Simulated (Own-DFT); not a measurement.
# One host, several defects: 4H SiC

No measurement is shown. These are fixed-geometry runs of a retired plane-wave code named Own-DFT, which no person has reviewed; spin and spin-orbit coupling are neglected.

Common settings: PBE; PseudoDojo norm-conserving scalar-relativistic files; cutoff 42 hartree; 4 x 4 x 3 k mesh centred on Gamma; Fermi-Dirac smearing of 0.1 eV.

Caveats (not all hold for every row): not probed for a lower state with spin; forces on such cells passed a denser k mesh, each cell not checked; stress not checked against mesh or cutoff.

All runs share one cell, with vectors in Å (9.248, 0.000, 0.000); (-4.624, 8.009, 0.000); (0.000, 0.000, 10.068) and a volume of 745.7 Å³. The atoms are randomly displaced, by u rms on each axis. The defect's site can differ from row to row.

| cell | formula | u (Å) | P (GPa) |
|---|---|---|---|
| no defect | C36Si36 | 0.0286 | 3.53 |
| no defect | C36Si36 | 0.0578 | 5.70 |
| no defect | C36Si36 | 0.0579 | 6.31 |
| one C on a Si site and one Si on a C site | C36Si36 | 0.0289 | 7.13 |
| one C on a Si site and one Si on a C site | C36Si36 | 0.0487 | 8.45 |
| one C on a Si site and one Si on a C site | C36Si36 | 0.0492 | 8.94 |
| two N on a C site each | C34N2Si36 | 0.0285 | ? |
| two N on a C site each | C34N2Si36 | 0.0333 | 2.95 |
| two N on a C site each | C34N2Si36 | 0.0505 | 4.18 |
| two N on a C site each | C34N2Si36 | 0.0529 | 4.06 |
| one Al on a Si site and one N on a C site | AlC35NSi35 | 0.0474 | 4.94 |
| one Al on a Si site and one N on a C site | AlC35NSi35 | 0.0527 | 5.42 |
| one Al on a Si site and one N on a C site | AlC35NSi35 | 0.0537 | 5.48 |
| two Al on a Si site each | Al2C36Si34 | 0.0294 | 5.75 |
| two Al on a Si site each | Al2C36Si34 | 0.0303 | 5.64 |
| two Al on a Si site each | Al2C36Si34 | 0.0505 | 7.52 |

## Working it out

P = P0 + c u² + a shift for each defect gives P0 = 2.78 GPa, c = 959 ± 74 GPa/Å² and a scatter of 0.23 GPa. The shifts, and each times the cell's volume:

- one C on a Si site and one Si on a C site: 3.59 ± 0.19 GPa, 16.7 eV
- two Al on a Si site each: 2.14 ± 0.20 GPa, 9.9 eV (5.0 eV for each of its 2 sites)
- one Al on a Si site and one N on a C site: -0.03 ± 0.19 GPa, -0.1 eV (not resolved)
- two N on a C site each: -1.11 ± 0.19 GPa, -5.2 eV (-2.6 eV for each of its 2 sites)

A positive shift means that the defect pushes the cell outwards. Shift times volume (160.2 GPa Å³ is 1 eV) depends little on the cell's size, so, taken for each site, it can be compared between cells at like pressure. The atoms around the defects weren't relaxed, which would change these numbers.

## Check

Asked: what pressure belongs in the blank (two N on a C site each, u = 0.0285 Å)?

The fitted form gives 2.44 ± 0.28 GPa. The run itself gave 2.72 GPa.
